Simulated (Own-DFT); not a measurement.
GaP (zincblende, strained, atoms displaced) (calculated)

Computed with Own-DFT development build. A calculation, not a measurement: plane-wave PBE density functional theory by an unreviewed code, no spin, of a simulated periodic cell, stress positive in tension, free energy of the whole cell less one offset for each atom, forces on such cells passed a denser k mesh, this cell's mesh not checked; offsets are fitted by least squares, one for each functional and potential file, so energies compare only between cells with the same atoms and settings and are not formation energies; the far tail of each file's local potential was reset to the Coulomb form; each entry is a single point on an unrelaxed cell, so the pressure reflects the starting lattice, mostly measured values (interpolated for alloys), from which strain is counted, and rises with the displacements; printed positions are rounded, which can move forces by about a meV/angstrom; the program, named Own-DFT, is a retired in-house code; no spin-orbit coupling.

Settings shared by all entries: functional PBE; potential files PseudoDojo norm-conserving, scalar-relativistic, standard set; wave cutoff 42 hartree; occupations Fermi-Dirac; smearing width 0.1 eV; hardware one NVIDIA H100; k mesh 3 x 3 x 3 centred on Gamma.

(1) GaP (zincblende, strained, atoms displaced)

```xyz
64
Lattice="10.8620 0.0000 0.0000 0.0000 10.8620 0.0000 0.0000 0.0000 10.9361" Properties=species:S:1:pos:R:3 GaP
Ga    10.8618    10.8603     0.0186
Ga    10.8374     2.7154     2.7471
Ga     2.6884     0.0913     2.7253
Ga     2.7574     2.7542     0.0242
P      1.3735     1.3883     1.3426
P      1.3653     4.0891     4.0844
P      4.0540     1.3283     4.0778
P      4.0702     4.0738     1.3828
Ga     0.0293     0.0188     5.4804
Ga    10.8554     2.7162     8.1792
Ga     2.7444     0.0242     8.1845
Ga     2.7054     2.7364     5.4885
P      1.3552     1.4161     6.8380
P      1.3988     4.0826     9.5699
P      4.0844     1.3953     9.5501
P      4.0511     4.1143     6.8000
Ga     0.0521     5.4165    10.8695
Ga     0.0294     8.1733     2.7595
Ga     2.7183     5.4431     2.7601
Ga     2.7500     8.1761    10.8669
P      1.3631     6.7904     1.3516
P      1.3957     9.5191     4.0579
P      4.1149     6.7940     4.1364
P      4.0852     9.4884     1.3440
Ga     0.0315     5.4240     5.4672
Ga    10.8258     8.1475     8.2140
Ga     2.7418     5.4652     8.2626
Ga     2.7274     8.1277     5.5003
P      1.3255     6.7653     6.8139
P      1.3411     9.5206     9.5942
P      4.0863     6.8452     9.5658
P      4.0818     9.5001     6.8441
Ga     5.4021     0.0027     0.0273
Ga     5.4547     2.7124     2.7208
Ga     8.1650    10.8478     2.6724
Ga     8.1950     2.7212     0.0086
P      6.7914     1.3766     1.3845
P      6.8024     4.0813     4.1082
P      9.4527     1.4183     4.1132
P      9.4687     4.0532     1.3594
Ga     5.4483     0.0223     5.4985
Ga     5.4117     2.6886     8.1957
Ga     8.1257     0.0016     8.1603
Ga     8.1460     2.7305     5.4726
P      6.7978     1.3793     6.8757
P      6.7829     4.0726     9.5462
P      9.5074     1.3816     9.5941
P      9.4936     4.1085     6.8564
Ga     5.4553     5.4314    10.9100
Ga     5.4123     8.1106     2.6981
Ga     8.1384     5.3806     2.6984
Ga     8.1455     8.1614     0.0238
P      6.7646     6.7786     1.4719
P      6.7860     9.4961     4.1559
P      9.5114     6.7645     4.1093
P      9.5099     9.5256     1.3707
Ga     5.4394     5.4610     5.4697
Ga     5.5123     8.1351     8.1778
Ga     8.1439     5.4210     8.2354
Ga     8.2388     8.1844     5.4566
P      6.8148     6.8382     6.8295
P      6.8435     9.4641     9.5856
P      9.4891     6.7945     9.5777
P      9.4791     9.5093     6.8778
```

The calculation gives: free energy of cell above offsets -35.217 eV; pressure 3.16 GPa; stress xx -3.34 GPa; stress yy -3.34 GPa; stress zz -2.8 GPa; stress yz -0.4 GPa; stress xz 0.17 GPa; stress xy 0.28 GPa; wall time 505.1 s.

Force:
```csv
element,x (eV/Å),y (eV/Å),z (eV/Å)
Ga,0.019,0.252,-0.097
Ga,0.157,0.122,-0.105
Ga,0.263,-0.877,-0.365
Ga,-0.189,-0.181,-0.269
P,-0.404,0.151,0.026
P,-0.131,-0.294,0.101
P,0.462,0.672,0.578
P,0.39,0.361,0.041
Ga,-0.339,-0.062,-0.232
Ga,-0.086,0.321,0.425
Ga,-0.371,-0.099,0.171
Ga,0.167,-0.024,-0.541
P,0.157,-0.587,0.023
P,-0.108,-0.442,-0.269
P,-0.206,-0.428,0.461
P,0.324,-0.165,0.554
Ga,-0.533,0.176,0.668
Ga,-0.272,-0.398,-0.256
Ga,0.129,0.244,-0.166
Ga,-0.456,-0.087,0.706
P,0.186,0.197,-0.077
P,-0.027,0.12,0.671
P,-0.58,0.083,-0.375
P,-0.464,0.323,0.411
Ga,-0.401,-0.164,-0.154
Ga,0.354,-0.037,-0.009
Ga,-0.124,0.025,-0.605
Ga,-0.128,0.163,-0.262
P,0.379,0.402,0.667
P,0.122,0.091,-0.617
P,0.554,-0.383,-0.192
P,0.154,0.05,0.126
Ga,0.527,0.029,-0.412
Ga,-0.276,0.087,0.385
Ga,-0.479,0.196,0.947
Ga,-0.806,-0.08,-0.184
P,0.091,-0.203,-0.519
P,-0.302,-0.084,0.1
P,0.531,-0.932,-0.144
P,0.923,0.45,-0.189
Ga,-0.166,-0.091,-0.184
Ga,0.007,0.747,-0.235
Ga,0.179,0.095,0.862
Ga,-0.161,0.281,0.342
P,-0.133,0.047,-0.528
P,0.053,-0.304,0.275
P,0.096,-0.437,-0.498
P,0.15,-0.221,-0.233
Ga,-0.206,0.166,0.368
Ga,-0.065,0.752,0.859
Ga,0.195,0.327,0.569
Ga,0.043,-0.519,0.421
P,0.487,-0.159,-1.396
P,0.144,0.093,-0.787
P,0.137,0.032,-0.364
P,0.279,-0.424,-0.008
Ga,0.391,-0.14,0.176
Ga,-0.53,0.357,0.289
Ga,-0.18,0.402,-0.306
Ga,-0.599,-0.323,-0.05
P,0.464,-0.642,-0.299
P,-0.617,0.765,-0.083
P,0.084,-0.135,0.235
P,0.74,0.343,-0.447
```

(2) GaP (zincblende, strained, atoms displaced)

```xyz
64
Lattice="10.8620 0.0000 0.0000 0.0000 10.8620 0.0000 0.0000 0.0000 10.9361" Properties=species:S:1:pos:R:3 GaP
Ga    10.8614    10.8405    10.9302
Ga     0.0269     2.7449     2.7543
Ga     2.6971     0.0210     2.7676
Ga     2.6869     2.6878    10.9239
P      1.3465     1.2849     1.3757
P      1.3449     4.0690     4.0767
P      4.0963     1.3090     4.0937
P      4.0762     4.0714     1.3389
Ga     0.0202     0.0016     5.4031
Ga     0.0022     2.7150     8.2190
Ga     2.7201     0.0153     8.2692
Ga     2.7331     2.7431     5.4908
P      1.4082     1.3606     6.8184
P      1.3600     4.0718     9.5244
P      4.1084     1.3918     9.5742
P      4.0823     4.0729     6.8068
Ga    10.8460     5.4058     0.0444
Ga    10.8366     8.1384     2.6689
Ga     2.7507     5.4071     2.6692
Ga     2.7413     8.1337     0.0118
P      1.3978     6.7838     1.3563
P      1.3361     9.4518     4.0601
P      4.0683     6.8537     4.0747
P      4.0905     9.5406     1.3371
Ga    10.8252     5.4220     5.4269
Ga    10.8603     8.1725     8.1640
Ga     2.7485     5.4429     8.2013
Ga     2.6883     8.1315     5.4884
P      1.3388     6.8037     6.8228
P      1.3667     9.4700     9.5122
P      4.1215     6.7912     9.5268
P      4.0723     9.5223     6.8483
Ga     5.4219    10.8614     0.0483
Ga     5.4924     2.6440     2.7435
Ga     8.1179     0.0640     2.7786
Ga     8.1349     2.7238     0.0452
P      6.7868     1.3409     1.3817
P      6.7891     4.0572     4.0724
P      9.4392     1.3387     4.1423
P      9.4897     4.0671     1.3336
Ga     5.3897     0.0174     5.4097
Ga     5.3887     2.6640     8.2024
Ga     8.1823    10.8359     8.2110
Ga     8.1390     2.7027     5.4923
P      6.8052     1.3491     6.8019
P      6.8021     4.0963     9.5744
P      9.5491     1.4097     9.6175
P      9.4692     4.0101     6.8699
Ga     5.3496     5.4553    10.9341
Ga     5.4408     8.1397     2.7484
Ga     8.1589     5.3967     2.7497
Ga     8.1754     8.1790    10.8996
P      6.7681     6.7685     1.3195
P      6.7918     9.4752     4.0944
P      9.5303     6.8012     4.1475
P      9.5391     9.5354     1.3813
Ga     5.4503     5.4540     5.4521
Ga     5.4614     8.1637     8.1710
Ga     8.1163     5.4044     8.1439
Ga     8.1371     8.1746     5.3627
P      6.8107     6.8060     6.8335
P      6.7756     9.5436     9.5935
P      9.4830     6.7816     9.6545
P      9.4857     9.4719     6.7948
```

The calculation gives: free energy of cell above offsets -34.984 eV; pressure 3.2 GPa; stress xx -3.4 GPa; stress yy -3.38 GPa; stress zz -2.83 GPa; stress yz 0.23 GPa; stress xz -0.08 GPa; stress xy -0.08 GPa; wall time 522.4 s.

Force:
```csv
element,x (eV/Å),y (eV/Å),z (eV/Å)
Ga,0.262,-0.138,-0.323
Ga,-0.641,-0.698,-0.382
Ga,0.139,-0.604,-0.265
Ga,-0.06,0.156,0.141
P,0.022,0.802,-0.003
P,0.552,0.306,0.253
P,-0.592,0.999,-0.186
P,0.119,-0.801,0.258
Ga,-0.008,-0.18,0.538
Ga,0.284,-0.214,-0.35
Ga,0.215,0.029,-0.491
Ga,-0.041,-0.228,-0.492
P,-0.541,-0.168,0.172
P,0.024,0.25,0.52
P,-0.443,-0.603,0.514
P,0.234,0.244,0.243
Ga,0.461,0.211,-0.52
Ga,0.267,-0.3,0.338
Ga,-0.094,0.261,0.665
Ga,0.079,0.148,-0.503
P,-0.392,-0.125,-0.022
P,0.21,0.256,0.166
P,-0.202,-0.821,0.287
P,-0.425,-0.435,0.751
Ga,0.313,-0.376,0.829
Ga,-0.467,-0.573,0.324
Ga,-0.263,0.027,-0.277
Ga,0.2,0.353,-0.098
P,-0.006,-0.651,0.101
P,-0.06,0.208,0.773
P,-0.496,0.37,0.101
P,-0.123,0.015,-0.175
Ga,0.143,0.28,-0.582
Ga,-0.73,0.638,-0.081
Ga,0.201,-0.852,-0.328
Ga,-0.196,-0.029,-0.561
P,0.245,0.005,-0.346
P,0.063,-0.006,0.46
P,0.889,0.629,-0.329
P,0.286,-0.147,0.873
Ga,0.7,-0.625,0.855
Ga,0.917,0.703,-0.354
Ga,-0.019,0.424,-0.007
Ga,-0.245,0.231,-0.177
P,-0.437,-0.348,0.422
P,-0.61,-0.39,0.004
P,-0.518,-0.594,-0.24
P,0.51,0.586,-0.505
Ga,0.819,-0.312,-0.214
Ga,0.136,0.088,-0.741
Ga,-0.057,0.557,-0.28
Ga,-0.445,0.102,0.651
P,0.343,0.273,0.493
P,-0.408,0.717,-0.378
P,-0.356,-0.118,-1.125
P,-0.887,0.048,-0.044
Ga,-0.163,0.08,-0.147
Ga,0.019,0.196,0.145
Ga,0.347,0.333,0.759
Ga,0.099,-0.394,1.051
P,0.061,0.113,-0.531
P,0.141,-0.162,-0.242
P,0.426,-0.172,-1.344
P,0.201,0.424,-0.048
```

(3) GaP (zincblende, strained, atoms displaced)

```xyz
64
Lattice="10.8620 0.0000 0.0000 0.0000 10.8620 0.0000 0.0000 0.0000 10.9361" Properties=species:S:1:pos:R:3 GaP
Ga    10.8480    10.8255     0.0190
Ga     0.0178     2.7169     2.7261
Ga     2.7906     0.0046     2.7296
Ga     2.6990     2.7320    10.9168
P      1.3611     1.3259     1.4069
P      1.3557     4.0999     4.1023
P      4.1028     1.3846     4.1219
P      4.0847     4.0444     1.3600
Ga     0.0064     0.0160     5.4712
Ga    10.8351     2.7382     8.1802
Ga     2.6936     0.0132     8.1890
Ga     2.6816     2.7175     5.4312
P      1.3742     1.3432     6.8770
P      1.3819     4.0655     9.5760
P      4.0580     1.3890     9.5513
P      4.1094     4.1201     6.8332
Ga    10.8418     5.4385     0.0063
Ga    10.8279     8.1531     2.7241
Ga     2.6757     5.3960     2.7095
Ga     2.7314     8.1748     0.0441
P      1.4181     6.7778     1.3587
P      1.3398     9.4685     4.0576
P      4.0967     6.7942     4.0755
P      4.0703     9.4991     1.3303
Ga    10.8611     5.4362     5.4413
Ga    10.8322     8.1361     8.2246
Ga     2.6909     5.4541     8.2027
Ga     2.6958     8.1541     5.4888
P      1.2932     6.8462     6.8571
P      1.3150     9.4801     9.6029
P      4.0656     6.7916     9.5315
P      4.1194     9.4886     6.8409
Ga     5.4258    10.8085    10.9122
Ga     5.4433     2.7241     2.6955
Ga     8.1109    10.8584     2.6995
Ga     8.1273     2.7317     0.0003
P      6.7958     1.3935     1.3884
P      6.8256     4.1119     4.1122
P      9.4986     1.3131     4.0938
P      9.4838     4.0613     1.3100
Ga     5.4266    10.8439     5.4895
Ga     5.4468     2.6551     8.1939
Ga     8.1379     0.0192     8.1709
Ga     8.1325     2.7487     5.5078
P      6.7611     1.3061     6.7988
P      6.7797     4.0833     9.5692
P      9.4869     1.3860     9.5912
P      9.5188     4.1042     6.8262
Ga     5.4426     5.4284     0.0057
Ga     5.4121     8.1549     2.7110
Ga     8.1769     5.4097     2.7243
Ga     8.1481     8.1517     0.0352
P      6.7754     6.7809     1.4110
P      6.8131     9.5020     4.0098
P      9.5342     6.7960     4.1190
P      9.4595     9.4658     1.3580
Ga     5.4815     5.3603     5.4230
Ga     5.4028     8.1552     8.2263
Ga     8.1200     5.4502     8.2482
Ga     8.1781     8.1571     5.5014
P      6.7809     6.7582     6.8584
P      6.8453     9.5122     9.5745
P      9.5333     6.7901     9.6015
P      9.4694     9.5360     6.7835
```

It finds free energy of cell above offsets -35.204 eV; pressure 3.15 GPa; stress xx -3.32 GPa; stress yy -3.31 GPa; stress zz -2.81 GPa; stress yz 0.26 GPa; stress xz 0.04 GPa; stress xy -0.02 GPa; wall time 518.6 s.

Force:
```csv
element,x (eV/Å),y (eV/Å),z (eV/Å)
Ga,-0.149,0.358,0.06
Ga,-0.4,-0.07,0.113
Ga,-0.43,-0.077,0.324
Ga,0.056,-0.426,0.402
P,0.157,0.171,-0.497
P,-0.217,-0.311,-0.098
P,-0.023,-0.168,-0.163
P,-0.26,0.304,-0.1
Ga,0.286,-0.168,-0.22
Ga,0.244,-0.13,0.339
Ga,0.367,-0.554,0.455
Ga,0.416,0.148,0.621
P,-0.429,0.402,-0.663
P,-0.555,0.271,-0.237
P,0.062,-0.595,0.286
P,-0.477,-0.655,-0.046
Ga,0.623,-0.09,0.005
Ga,0.347,-0.372,-0.215
Ga,0.805,0.261,0.219
Ga,-0.157,-0.469,-0.787
P,-0.919,0.144,0.059
P,0.412,0.611,0.347
P,-0.389,-0.334,0.346
P,0.318,0.2,0.406
Ga,0.141,0.196,0.331
Ga,-0.333,0.564,-0.147
Ga,0.006,-0.022,-0.302
Ga,0.213,-0.143,-0.307
P,0.507,-0.654,-0.259
P,0.49,0.204,-0.351
P,-0.081,0.08,0.784
P,-0.758,0.207,0.023
Ga,0.196,0.772,-0.052
Ga,0.083,0.162,0.67
Ga,0.477,0.207,0.028
Ga,-0.186,-0.129,-0.218
P,-0.228,-0.505,-0.623
P,0.098,-0.882,-0.629
P,-0.148,0.684,0.024
P,0.404,0.055,0.663
Ga,0.118,-0.317,-0.828
Ga,-0.101,0.6,-0.172
Ga,0.238,0.06,0.258
Ga,0.246,-0.479,-0.365
P,0.379,0.63,0.297
P,-0.089,-0.38,-0.062
P,0.146,-0.308,-0.26
P,-0.3,0.058,0.233
Ga,-0.228,0.2,-0.061
Ga,0.005,-0.031,0.109
Ga,0.128,0.337,0.104
Ga,-0.279,-0.563,-0.298
P,0.184,-0.055,-0.452
P,-0.419,-0.201,1.091
P,-0.416,-0.076,-0.308
P,0.397,0.546,0.251
Ga,-0.524,1.038,0.375
Ga,0.675,-0.141,-0.031
Ga,0.421,-0.016,-0.191
Ga,-0.712,-0.352,-0.489
P,-0.023,0.44,-0.295
P,-0.399,-0.226,-0.2
P,-0.614,0.057,-0.116
P,0.598,-0.067,0.817
```
